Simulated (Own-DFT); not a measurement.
# Computed records: SiC (4H silicon carbide, atoms displaced), GaP (zincblende, strained, atoms displaced), Si3N4 (beta silicon nitride, strained, atoms displaced)

A calculation, not a measurement: plane-wave PBE density functional theory by an unreviewed code, no spin, of a simulated periodic cell, stress positive in tension, free energy of the whole cell less one offset for each atom, forces on such cells passed a denser k mesh, this cell's mesh not checked; offsets are fitted by least squares, one for each functional and potential file, so energies compare only between cells with the same atoms and settings and are not formation energies; the far tail of each file's local potential was reset to the Coulomb form; each entry is a single point on an unrelaxed cell, so the pressure reflects the starting lattice, mostly measured values (interpolated for alloys), from which strain is counted, and rises with the displacements; printed positions are rounded, which can move forces by about a meV/angstrom; the program, named Own-DFT, is a retired in-house code; no spin-orbit coupling. Program: Own-DFT development build.

Settings shared by all entries: functional PBE; potential files PseudoDojo norm-conserving, scalar-relativistic, standard set; wave cutoff 42 hartree; occupations Fermi-Dirac; smearing width 0.1 eV; k mesh 3 x 3 x 3 centred on Gamma.

(1) 
```cif
# cell vector a (Å): 12.3308 0.0000 0.0000
# cell vector b (Å): -6.1654 10.6788 0.0000
# cell vector c (Å): 0.0000 0.0000 10.0681
data_SiC
_symmetry_space_group_name_H-M 'P 1'
_symmetry_Int_Tables_number 1
_cell_length_a 12.3308
_cell_length_b 12.3308
_cell_length_c 10.0681
_cell_angle_alpha 90.000
_cell_angle_beta 90.000
_cell_angle_gamma 120.000
_cell_volume 1325.75
loop_
_atom_site_label
_atom_site_type_symbol
_atom_site_fract_x
_atom_site_fract_y
_atom_site_fract_z
_atom_site_occupancy
Si1 Si 0.99958 0.99698 0.40629 1
Si2 Si 0.08285 0.16509 0.16093 1
C1 C 0.99920 0.99902 0.09399 1
C2 C 0.08747 0.16656 0.34425 1
Si3 Si 0.00314 0.24969 0.40788 1
Si4 Si 0.08596 0.41888 0.15088 1
C3 C 0.00252 0.25105 0.09175 1
C4 C 0.08346 0.42261 0.34300 1
Si5 Si 0.00005 0.50260 0.40810 1
Si6 Si 0.08614 0.66891 0.15328 1
C5 C 0.99590 0.50194 0.09135 1
C6 C 0.08525 0.66586 0.34646 1
Si7 Si 0.99556 0.74858 0.41019 1
Si8 Si 0.08772 0.91948 0.15572 1
C7 C 0.99775 0.74633 0.09141 1
C8 C 0.07922 0.91725 0.35033 1
Si9 Si 0.25220 0.00680 0.40802 1
Si10 Si 0.33534 0.16959 0.15714 1
C9 C 0.24914 0.99744 0.09678 1
C10 C 0.33399 0.16735 0.34730 1
Si11 Si 0.24780 0.24919 0.40024 1
Si12 Si 0.33571 0.41700 0.15508 1
C11 C 0.25286 0.25284 0.09415 1
C12 C 0.33734 0.41492 0.34209 1
Si13 Si 0.25102 0.49912 0.40399 1
Si14 Si 0.33224 0.66759 0.15866 1
C13 C 0.25193 0.49720 0.09428 1
C14 C 0.33745 0.67229 0.33780 1
Si15 Si 0.25245 0.74875 0.40413 1
Si16 Si 0.33444 0.91629 0.16101 1
C15 C 0.25143 0.75420 0.09203 1
C16 C 0.32952 0.90888 0.34726 1
Si17 Si 0.50017 0.99857 0.40800 1
Si18 Si 0.58339 0.16977 0.15818 1
C17 C 0.49930 0.99779 0.09873 1
C18 C 0.57992 0.16329 0.34324 1
Si19 Si 0.50118 0.24909 0.40240 1
Si20 Si 0.58257 0.41745 0.15191 1
C19 C 0.50107 0.24718 0.09777 1
C20 C 0.58473 0.41391 0.34396 1
Si21 Si 0.49624 0.49424 0.40404 1
Si22 Si 0.58301 0.66384 0.15934 1
C21 C 0.50177 0.50198 0.09999 1
C22 C 0.58297 0.66779 0.33747 1
Si23 Si 0.50613 0.75633 0.40968 1
Si24 Si 0.58676 0.91588 0.16052 1
C23 C 0.49999 0.74810 0.09563 1
C24 C 0.58255 0.92007 0.34804 1
Si25 Si 0.75179 0.00328 0.40925 1
Si26 Si 0.83348 0.16610 0.15341 1
C25 C 0.75595 0.00425 0.09178 1
C26 C 0.83808 0.16869 0.34142 1
Si27 Si 0.74831 0.24831 0.40604 1
Si28 Si 0.83005 0.41541 0.15913 1
C27 C 0.74801 0.24820 0.09329 1
C28 C 0.83312 0.41259 0.33995 1
Si29 Si 0.74912 0.49208 0.40538 1
Si30 Si 0.83547 0.66601 0.15530 1
C29 C 0.75020 0.50349 0.09358 1
C30 C 0.83558 0.66630 0.34382 1
Si31 Si 0.75234 0.75459 0.41336 1
Si32 Si 0.83524 0.91569 0.15903 1
C31 C 0.74817 0.74693 0.09704 1
C32 C 0.83397 0.91985 0.34383 1
Si33 Si 0.99883 0.99666 0.90452 1
Si34 Si 0.91604 0.83345 0.65515 1
C33 C 0.99813 0.99889 0.59046 1
C34 C 0.91750 0.83457 0.84401 1
Si35 Si 0.00203 0.75721 0.90497 1
Si36 Si 0.91609 0.58277 0.65246 1
C35 C 0.99906 0.74626 0.59480 1
C36 C 0.91469 0.58110 0.83837 1
Si37 Si 0.99939 0.49876 0.91151 1
Si38 Si 0.91936 0.33478 0.65308 1
C37 C 0.00445 0.50634 0.59093 1
C38 C 0.91264 0.33192 0.84345 1
Si39 Si 0.00135 0.24844 0.90656 1
Si40 Si 0.91973 0.08487 0.66045 1
C39 C 0.99836 0.24945 0.59398 1
C40 C 0.91865 0.08149 0.84428 1
Si41 Si 0.75429 0.99946 0.90567 1
Si42 Si 0.66521 0.83127 0.65768 1
C41 C 0.74931 0.99969 0.59353 1
C42 C 0.66544 0.83460 0.84363 1
Si43 Si 0.75041 0.75138 0.90463 1
Si44 Si 0.66444 0.58018 0.65716 1
C43 C 0.75185 0.75413 0.59031 1
C44 C 0.65823 0.57480 0.84170 1
Si45 Si 0.74841 0.49613 0.91101 1
Si46 Si 0.66587 0.32774 0.65952 1
C45 C 0.74866 0.49613 0.59236 1
C46 C 0.66876 0.33102 0.84813 1
Si47 Si 0.75189 0.24958 0.90609 1
Si48 Si 0.66852 0.08583 0.65457 1
C47 C 0.74721 0.25010 0.59414 1
C48 C 0.67069 0.08515 0.84591 1
Si49 Si 0.49741 0.99908 0.90282 1
Si50 Si 0.41533 0.83724 0.65807 1
C49 C 0.50242 0.99277 0.59928 1
C50 C 0.41644 0.83274 0.84851 1
Si51 Si 0.50252 0.74922 0.90368 1
Si52 Si 0.41732 0.58213 0.65978 1
C51 C 0.50003 0.75313 0.59490 1
C52 C 0.41665 0.58065 0.84115 1
Si53 Si 0.50087 0.49906 0.90751 1
Si54 Si 0.41780 0.33865 0.65936 1
C53 C 0.50017 0.49890 0.59734 1
C54 C 0.41621 0.33522 0.84800 1
Si55 Si 0.50546 0.25239 0.90757 1
Si56 Si 0.41319 0.08644 0.65613 1
C55 C 0.50408 0.25264 0.59685 1
C56 C 0.41622 0.07852 0.84545 1
Si57 Si 0.24793 0.99428 0.90528 1
Si58 Si 0.16721 0.83532 0.65483 1
C57 C 0.24565 0.00263 0.59403 1
C58 C 0.16655 0.83061 0.84008 1
Si59 Si 0.25195 0.75158 0.90523 1
Si60 Si 0.16583 0.58605 0.65784 1
C59 C 0.24907 0.74803 0.59778 1
C60 C 0.16511 0.58231 0.84651 1
Si61 Si 0.24675 0.49912 0.90595 1
Si62 Si 0.16778 0.33276 0.65928 1
C61 C 0.25110 0.49947 0.59165 1
C62 C 0.16627 0.33876 0.84874 1
Si63 Si 0.24734 0.24737 0.90432 1
Si64 Si 0.16782 0.08712 0.65708 1
C63 C 0.25002 0.24894 0.59398 1
C64 C 0.16442 0.08202 0.84058 1
_calc_free_energy_of_cell_above_offsets '-18.898'  # eV
_calc_pressure 3.77  # GPa
_calc_stress_xx -3.26  # GPa
_calc_stress_yy -3.3  # GPa
_calc_stress_zz -4.77  # GPa
_calc_stress_yz 0.17  # GPa
_calc_stress_xz 0.21  # GPa
_calc_stress_xy -0.36  # GPa
```

Force:
| element | x (eV/Å) | y (eV/Å) | z (eV/Å) |
| --- | --- | --- | --- |
| Si | -1.008 | 0.986 | 0.113 |
| Si | 0.123 | 0.45 | -1.401 |
| C | 0.669 | 0.172 | -0.172 |
| C | -1.281 | -0.487 | 0.296 |
| Si | -0.505 | 0.78 | -0.753 |
| Si | -0.807 | -0.229 | 0.954 |
| C | -0.239 | -0.249 | 0.516 |
| C | 1.082 | -1.303 | -0.111 |
| Si | 0.315 | -0.237 | -0.916 |
| Si | -0.442 | -0.323 | 0.771 |
| C | 1.069 | -0.398 | 1.114 |
| C | -0.867 | 0.658 | -0.708 |
| Si | 1.482 | 0.185 | -0.797 |
| Si | -1.216 | -1.26 | 0.869 |
| C | 0.436 | 1.48 | 0.11 |
| C | 1.791 | -0.33 | -1.269 |
| Si | -0.012 | -2.313 | -0.161 |
| Si | -0.104 | -0.855 | -0.14 |
| C | 0.463 | 0.974 | -0.55 |
| C | 0.06 | 0.468 | -0.857 |
| Si | 1.122 | 0.495 | 1.549 |
| Si | -0.16 | -0.001 | 0.15 |
| C | -0.257 | -0.958 | -0.164 |
| C | -1.632 | -0.248 | -0.04 |
| Si | -0.148 | 0.821 | -0.133 |
| Si | 0.594 | 0.042 | -1.558 |
| C | -0.636 | 1.088 | -0.255 |
| C | 0.593 | -1.02 | 2.118 |
| Si | -0.72 | -0.841 | 1.119 |
| Si | 0.121 | 0.119 | -0.364 |
| C | 0.186 | -0.864 | 0.079 |
| C | -0.408 | 2.524 | 0.215 |
| Si | -0.886 | -0.22 | 0.431 |
| Si | 1.111 | -1.819 | -0.36 |
| C | 0.178 | 0.694 | -0.763 |
| C | 0.511 | 0.355 | 0.629 |
| Si | -0.146 | 0.224 | 1.294 |
| Si | 0.583 | -0.239 | 1.233 |
| C | -0.927 | 1.176 | -1.026 |
| C | -0.563 | 0.203 | -0.545 |
| Si | 1.28 | 1.657 | 0.669 |
| Si | -0.352 | 1.129 | -1.033 |
| C | -0.11 | -0.732 | -1.614 |
| C | 0.484 | -0.18 | 3.082 |
| Si | -0.56 | -1.231 | -0.854 |
| Si | -0.556 | 0.244 | -0.868 |
| C | 0.226 | 0.158 | -0.557 |
| C | 1.569 | -0.05 | -0.454 |
| Si | -0.002 | -0.064 | -0.577 |
| Si | 0.233 | 0.769 | 0.357 |
| C | -0.213 | -1.425 | 0.432 |
| C | -0.642 | -0.24 | 0.639 |
| Si | 0.442 | -0.204 | -0.286 |
| Si | 0.442 | 0.012 | -1.348 |
| C | 0.189 | 0.571 | 0.257 |
| C | -0.119 | 0.347 | 1.383 |
| Si | -0.508 | 1.491 | 0.057 |
| Si | -0.688 | 0.528 | 0.585 |
| C | 0.21 | -1.182 | 0.414 |
| C | -0.933 | -0.595 | 0.409 |
| Si | -0.008 | -1.125 | -3.042 |
| Si | -0.59 | -0.117 | -0.56 |
| C | 0.37 | 0.621 | -0.925 |
| C | 0.082 | -0.358 | 0.545 |
| Si | 0.017 | 0.949 | 0.672 |
| Si | 0.542 | 0.045 | -0.082 |
| C | 0.385 | 0.552 | 0.991 |
| C | -0.634 | -0.315 | -0.509 |
| Si | 0.707 | -2.533 | -0.173 |
| Si | -0.253 | -0.514 | 0.795 |
| C | -0.586 | 1.167 | 0.096 |
| C | -0.102 | 0.627 | 1.308 |
| Si | -0.838 | 0.255 | -1.866 |
| Si | -0.89 | 0.388 | 0.587 |
| C | -0.392 | -1.499 | 0.532 |
| C | 1.594 | 0.332 | -0.055 |
| Si | -0.969 | 0.293 | -0.118 |
| Si | -0.756 | -0.746 | -1.259 |
| C | 0.891 | 0.125 | 0.225 |
| C | 0.08 | 0.358 | 0.184 |
| Si | -1.193 | 0.435 | 0.074 |
| Si | -0.357 | 0.958 | -0.521 |
| C | 0.58 | 0.364 | 0.689 |
| C | 1.121 | -0.24 | 0.005 |
| Si | -0.234 | -1.123 | 0.683 |
| Si | 0.668 | 0.305 | -0.729 |
| C | -0.112 | -1.24 | 2.201 |
| C | 1.694 | 1.795 | 0.66 |
| Si | 0.316 | 0.996 | -1.591 |
| Si | -0.466 | 1.552 | 0.074 |
| C | -0.031 | 0.025 | 0.203 |
| C | -0.425 | 0.182 | -0.393 |
| Si | -0.286 | -0.537 | 0.479 |
| Si | 0.405 | -0.835 | 0.993 |
| C | 1.308 | -0.02 | -0.63 |
| C | -0.401 | -0.676 | -0.432 |
| Si | 1.724 | -0.037 | 1.596 |
| Si | 0.728 | -2.116 | 0.746 |
| C | -1.94 | 2.926 | -1.388 |
| C | 0.344 | -0.099 | -0.933 |
| Si | -1.026 | -0.312 | 1.07 |
| Si | -0.483 | 0.529 | -1.379 |
| C | 0.205 | -0.919 | 0.401 |
| C | -0.385 | 0.318 | 1.372 |
| Si | -1.231 | 0.059 | 0.635 |
| Si | 0.603 | -1.464 | -0.121 |
| C | -0.369 | 0.624 | -1.378 |
| C | 0.47 | -0.972 | -0.183 |
| Si | -1.078 | -1.223 | 0.062 |
| Si | 1.3 | -0.791 | 0.187 |
| C | -1.159 | -0.461 | -0.618 |
| C | -1.278 | 1.417 | -0.329 |
| Si | 0.012 | 1.007 | 0.29 |
| Si | -0.048 | -0.546 | -0.402 |
| C | 1.196 | -0.186 | 0.029 |
| C | -0.366 | 0.577 | 0.559 |
| Si | -0.177 | -0.624 | 0.311 |
| Si | 1.018 | -0.754 | 0.023 |
| C | -0.024 | 1.141 | -0.953 |
| C | -0.02 | 0.28 | -0.041 |
| Si | 0.941 | 1.207 | 0.429 |
| Si | -0.462 | 0.5 | -0.517 |
| C | -0.288 | 0.159 | 0.504 |
| C | 0.86 | -1.848 | -1.093 |
| Si | 0.084 | 0.681 | 0.686 |
| Si | -0.697 | -0.878 | -0.629 |
| C | -0.104 | 0.839 | -0.283 |
| C | 0.495 | -0.18 | 1.024 |

(2) 
```cif
# cell vector a (Å): 10.8620 0.0000 0.0000
# cell vector b (Å): 0.0000 10.8620 0.0000
# cell vector c (Å): 0.0000 0.0000 10.9439
data_GaP
_symmetry_space_group_name_H-M 'P 1'
_symmetry_Int_Tables_number 1
_cell_length_a 10.8620
_cell_length_b 10.8620
_cell_length_c 10.9439
_cell_angle_alpha 90.000
_cell_angle_beta 90.000
_cell_angle_gamma 90.000
_cell_volume 1291.19
loop_
_atom_site_label
_atom_site_type_symbol
_atom_site_fract_x
_atom_site_fract_y
_atom_site_fract_z
_atom_site_occupancy
Ga1 Ga 0.00017 0.99827 0.99845 1
Ga2 Ga 0.00146 0.25054 0.25135 1
Ga3 Ga 0.25278 0.00458 0.25065 1
Ga4 Ga 0.24791 0.24820 0.00163 1
P1 P 0.12373 0.12801 0.12800 1
P2 P 0.12204 0.37384 0.37276 1
P3 P 0.37348 0.12880 0.37359 1
P4 P 0.37856 0.37437 0.12464 1
Ga5 Ga 0.99588 0.99797 0.49897 1
Ga6 Ga 0.99704 0.25489 0.74946 1
Ga7 Ga 0.24305 0.00138 0.74844 1
Ga8 Ga 0.24571 0.25237 0.49966 1
P5 P 0.12345 0.11903 0.62417 1
P6 P 0.12258 0.37210 0.88022 1
P7 P 0.37289 0.12532 0.87674 1
P8 P 0.37794 0.37493 0.62607 1
Ga9 Ga 0.00326 0.50180 0.99725 1
Ga10 Ga 0.99809 0.74896 0.25402 1
Ga11 Ga 0.24932 0.49385 0.24517 1
Ga12 Ga 0.25368 0.74618 0.99931 1
P9 P 0.12730 0.62562 0.12804 1
P10 P 0.12419 0.87182 0.37630 1
P11 P 0.37635 0.62764 0.37455 1
P12 P 0.37655 0.87326 0.11865 1
Ga13 Ga 0.00208 0.49723 0.50172 1
Ga14 Ga 0.99883 0.75032 0.75339 1
Ga15 Ga 0.25026 0.50089 0.75030 1
Ga16 Ga 0.25008 0.74468 0.49854 1
P13 P 0.12603 0.62301 0.62502 1
P14 P 0.12311 0.87755 0.88023 1
P15 P 0.37796 0.62425 0.87663 1
P16 P 0.37686 0.87720 0.62550 1
Ga17 Ga 0.49775 0.99665 0.00242 1
Ga18 Ga 0.49865 0.25364 0.24938 1
Ga19 Ga 0.75035 0.00082 0.25188 1
Ga20 Ga 0.74656 0.25043 0.00343 1
P17 P 0.62842 0.13061 0.12449 1
P18 P 0.62632 0.37705 0.37248 1
P19 P 0.87748 0.12590 0.37314 1
P20 P 0.88002 0.37224 0.12300 1
Ga21 Ga 0.49570 0.00008 0.49996 1
Ga22 Ga 0.49953 0.24710 0.75156 1
Ga23 Ga 0.74959 0.99923 0.75250 1
Ga24 Ga 0.74808 0.24973 0.50236 1
P21 P 0.62494 0.12668 0.62630 1
P22 P 0.62147 0.37882 0.87729 1
P23 P 0.87530 0.12051 0.87652 1
P24 P 0.87935 0.37546 0.62480 1
Ga25 Ga 0.50453 0.50059 0.99241 1
Ga26 Ga 0.50137 0.75305 0.24747 1
Ga27 Ga 0.74890 0.49753 0.24763 1
Ga28 Ga 0.74980 0.74755 0.99892 1
P25 P 0.62500 0.62595 0.12838 1
P26 P 0.62447 0.87326 0.37073 1
P27 P 0.88010 0.62628 0.37499 1
P28 P 0.87087 0.87776 0.12583 1
Ga29 Ga 0.50041 0.49727 0.49764 1
Ga30 Ga 0.49596 0.74698 0.74760 1
Ga31 Ga 0.74897 0.49889 0.75388 1
Ga32 Ga 0.75539 0.74971 0.50180 1
P29 P 0.62342 0.62589 0.62247 1
P30 P 0.62604 0.87725 0.87910 1
P31 P 0.87561 0.62436 0.87167 1
P32 P 0.87709 0.87417 0.62440 1
_calc_hardware 'one NVIDIA H100'
_calc_free_energy_of_cell_above_offsets '-35.063'  # eV
_calc_pressure 3.14  # GPa
_calc_stress_xx -3.33  # GPa
_calc_stress_yy -3.33  # GPa
_calc_stress_zz -2.77  # GPa
_calc_stress_yz 0.37  # GPa
_calc_stress_xz 0.34  # GPa
_calc_stress_xy 0.08  # GPa
_calc_wall_time 506.9  # s
```

Force:
| element | x (eV/Å) | y (eV/Å) | z (eV/Å) |
| --- | --- | --- | --- |
| Ga | -0.229 | 0.357 | 0.869 |
| Ga | -0.276 | -0.105 | -0.179 |
| Ga | -0.334 | -0.709 | -0.206 |
| Ga | 0.313 | 0.129 | 0.189 |
| P | 0.043 | -0.597 | -0.308 |
| P | 0.379 | 0.277 | 0.287 |
| P | 0.258 | 0.017 | 0.33 |
| P | -0.226 | 0.24 | -0.692 |
| Ga | 0.404 | 0.025 | -0.194 |
| Ga | 0.391 | -0.996 | 0.323 |
| Ga | 0.756 | -0.331 | 0.409 |
| Ga | 0.218 | -0.236 | 0.276 |
| P | -0.448 | 1.049 | -0.196 |
| P | 0.511 | 0.287 | -0.774 |
| P | -0.037 | -0.316 | -0.146 |
| P | -0.418 | -0.127 | -0.107 |
| Ga | -0.222 | 0.183 | 0.472 |
| Ga | 0.232 | 0.507 | -0.731 |
| Ga | 0.326 | 0.52 | 0.525 |
| Ga | -0.493 | 0.204 | 0.038 |
| P | -0.291 | 0.024 | -0.36 |
| P | 0.339 | 0.47 | -0.144 |
| P | -0.069 | -0.658 | -0.464 |
| P | -0.464 | 0.145 | 1.02 |
| Ga | 0 | 0.398 | -0.315 |
| Ga | 0.428 | 0.128 | -0.356 |
| Ga | -0.013 | -0.395 | 0.264 |
| Ga | 0.112 | 0.577 | 0.268 |
| P | -0.147 | 0.233 | 0.309 |
| P | 0.529 | -0.762 | -0.54 |
| P | -0.431 | -0.053 | -0.438 |
| P | -0.804 | -0.344 | 0.073 |
| Ga | 0.539 | 0.867 | -0.263 |
| Ga | 0.397 | -0.358 | 0.08 |
| Ga | -0.196 | 0.258 | -0.157 |
| Ga | 0.696 | 0.231 | -0.685 |
| P | -0.904 | -0.869 | 0.517 |
| P | -0.024 | -0.391 | 0.371 |
| P | -0.447 | 0.029 | 0.407 |
| P | -0.414 | 0.481 | 0.037 |
| Ga | 0.537 | 0.158 | -0.331 |
| Ga | -0.084 | 0.236 | 0.111 |
| Ga | 0.048 | -0.076 | -0.265 |
| Ga | 0.35 | 0.127 | -0.348 |
| P | -0.052 | -0.455 | -0.045 |
| P | 0.808 | -1.091 | -0.638 |
| P | -0.19 | 0.891 | -0.191 |
| P | -0.97 | 0.144 | -0.002 |
| Ga | -0.503 | 0.443 | 1.452 |
| Ga | -0.361 | -0.215 | 0.046 |
| Ga | 0.714 | 0.255 | 0.015 |
| Ga | 0.084 | 0.172 | 0.244 |
| P | 0.016 | -0.293 | -0.649 |
| P | 0.208 | 0.386 | 0.837 |
| P | -0.725 | -0.796 | 0.26 |
| P | 0.557 | -0.527 | -0.097 |
| Ga | -0.042 | 0.39 | 0.013 |
| Ga | 0.627 | 0.554 | 0.255 |
| Ga | -0.056 | 0.123 | -0.708 |
| Ga | -0.486 | -0.042 | -0.368 |
| P | 0.341 | -0.292 | 0.216 |
| P | -0.364 | -0.583 | -0.603 |
| P | -0.104 | -0.035 | 0.536 |
| P | -0.334 | 0.138 | 0.45 |

(3) 
```cif
# cell vector a (Å): 7.5558 0.0863 0.1304
# cell vector b (Å): -3.7032 6.5221 -0.1597
# cell vector c (Å): 0.1496 -0.1251 8.8176
data_Si3N4
_symmetry_space_group_name_H-M 'P 1'
_symmetry_Int_Tables_number 1
_cell_length_a 7.5574
_cell_length_b 7.5018
_cell_length_c 8.8198
_cell_angle_alpha 92.406
_cell_angle_beta 88.049
_cell_angle_gamma 118.945
_cell_volume 437.13
loop_
_atom_site_label
_atom_site_type_symbol
_atom_site_fract_x
_atom_site_fract_y
_atom_site_fract_z
_atom_site_occupancy
Si1 Si 0.17781 0.76420 0.08094 1
Si2 Si 0.22338 0.39590 0.08866 1
Si3 Si 0.60199 0.82832 0.07212 1
Si4 Si 0.82812 0.22846 0.24561 1
Si5 Si 0.76701 0.60262 0.24817 1
Si6 Si 0.39997 0.17289 0.24488 1
N1 N 0.32908 0.02069 0.08253 1
N2 N 0.96335 0.30556 0.08347 1
N3 N 0.70326 0.66242 0.09814 1
N4 N 0.66761 0.96377 0.24563 1
N5 N 0.02048 0.70769 0.23898 1
N6 N 0.29479 0.32031 0.23612 1
N7 N 0.33756 0.66089 0.08890 1
N8 N 0.66505 0.32160 0.25563 1
Si7 Si 0.17735 0.76282 0.41267 1
Si8 Si 0.22055 0.39199 0.41429 1
Si9 Si 0.59932 0.83441 0.41254 1
Si10 Si 0.82584 0.23312 0.56861 1
Si11 Si 0.77725 0.60101 0.58753 1
Si12 Si 0.40153 0.17665 0.58682 1
N9 N 0.34485 0.03549 0.42863 1
N10 N 0.95794 0.30974 0.41657 1
N11 N 0.70703 0.67495 0.41271 1
N12 N 0.66376 0.96852 0.58725 1
N13 N 0.03410 0.70451 0.59322 1
N14 N 0.32196 0.34364 0.58210 1
N15 N 0.33343 0.66571 0.40861 1
N16 N 0.68048 0.32897 0.57957 1
Si13 Si 0.17467 0.77112 0.74876 1
Si14 Si 0.22038 0.40791 0.75886 1
Si15 Si 0.60446 0.83450 0.74543 1
Si16 Si 0.83244 0.23516 0.91437 1
Si17 Si 0.76700 0.58513 0.91349 1
Si18 Si 0.39139 0.16732 0.91001 1
N17 N 0.33936 0.02722 0.74857 1
N18 N 0.97336 0.30182 0.75553 1
N19 N 0.68269 0.66174 0.74921 1
N20 N 0.67150 0.96519 0.91960 1
N21 N 0.01683 0.70098 0.92040 1
N22 N 0.29787 0.31967 0.92015 1
N23 N 0.33630 0.66357 0.73925 1
N24 N 0.65137 0.32173 0.92287 1
_calc_free_energy_of_cell_above_offsets '-1.928'  # eV
_calc_pressure 8.25  # GPa
_calc_stress_xx -13.21  # GPa
_calc_stress_yy -6.82  # GPa
_calc_stress_zz -4.72  # GPa
_calc_stress_yz -2.8  # GPa
_calc_stress_xz 4.59  # GPa
_calc_stress_xy 5.65  # GPa
```

Force:
| element | x (eV/Å) | y (eV/Å) | z (eV/Å) |
| --- | --- | --- | --- |
| Si | -1.202 | -0.44 | -0.037 |
| Si | -0.317 | 1.568 | -2.441 |
| Si | -0.157 | -2.694 | 3.664 |
| Si | -2.395 | -0.993 | 0.689 |
| Si | 2.652 | -3.849 | 2.145 |
| Si | 3.894 | -1.456 | 1.578 |
| N | -0.165 | 0.969 | -1.416 |
| N | 1.864 | 0.239 | -0.722 |
| N | -3.21 | 1.534 | -6.581 |
| N | 0.605 | 1.382 | 0.198 |
| N | 3.236 | 0.689 | 2.579 |
| N | -1.644 | 0.286 | 3.625 |
| N | -0.362 | -0.076 | -1.029 |
| N | -2.092 | 1.931 | -0.565 |
| Si | -2.465 | 1.77 | 0.002 |
| Si | 1.314 | 2.061 | 0.565 |
| Si | -0.514 | -1.818 | 0.189 |
| Si | 0.998 | -2.732 | 5.455 |
| Si | -0.813 | -1.755 | -1.953 |
| Si | 3.87 | -0.146 | 0.576 |
| N | -1.222 | -2.16 | -3.942 |
| N | 4.719 | 0.819 | -3.192 |
| N | -0.558 | 0.46 | 3.247 |
| N | 1.028 | 1.478 | -1.749 |
| N | -0.356 | 0.01 | -2.679 |
| N | -4.181 | 0.888 | -0.026 |
| N | 1.421 | -1.652 | 0.257 |
| N | -5.955 | 2.658 | 1.011 |
| Si | 0.737 | -0.741 | 1.424 |
| Si | 4.189 | 0.422 | -1.008 |
| Si | -2.342 | -1.399 | 1.058 |
| Si | -2.723 | -1.135 | 1.391 |
| Si | -2.63 | -0.671 | 1.354 |
| Si | 3.656 | -1.423 | 2.625 |
| N | -0.761 | 0.207 | -0.83 |
| N | -1.378 | -1.083 | -2.382 |
| N | 2.782 | -0.971 | 1.141 |
| N | 0.487 | 1.919 | -2.126 |
| N | 3.437 | 1.331 | -1.422 |
| N | -4.119 | 2.362 | -0.937 |
| N | -0.939 | 1.558 | 1.167 |
| N | 1.611 | 0.655 | -0.905 |
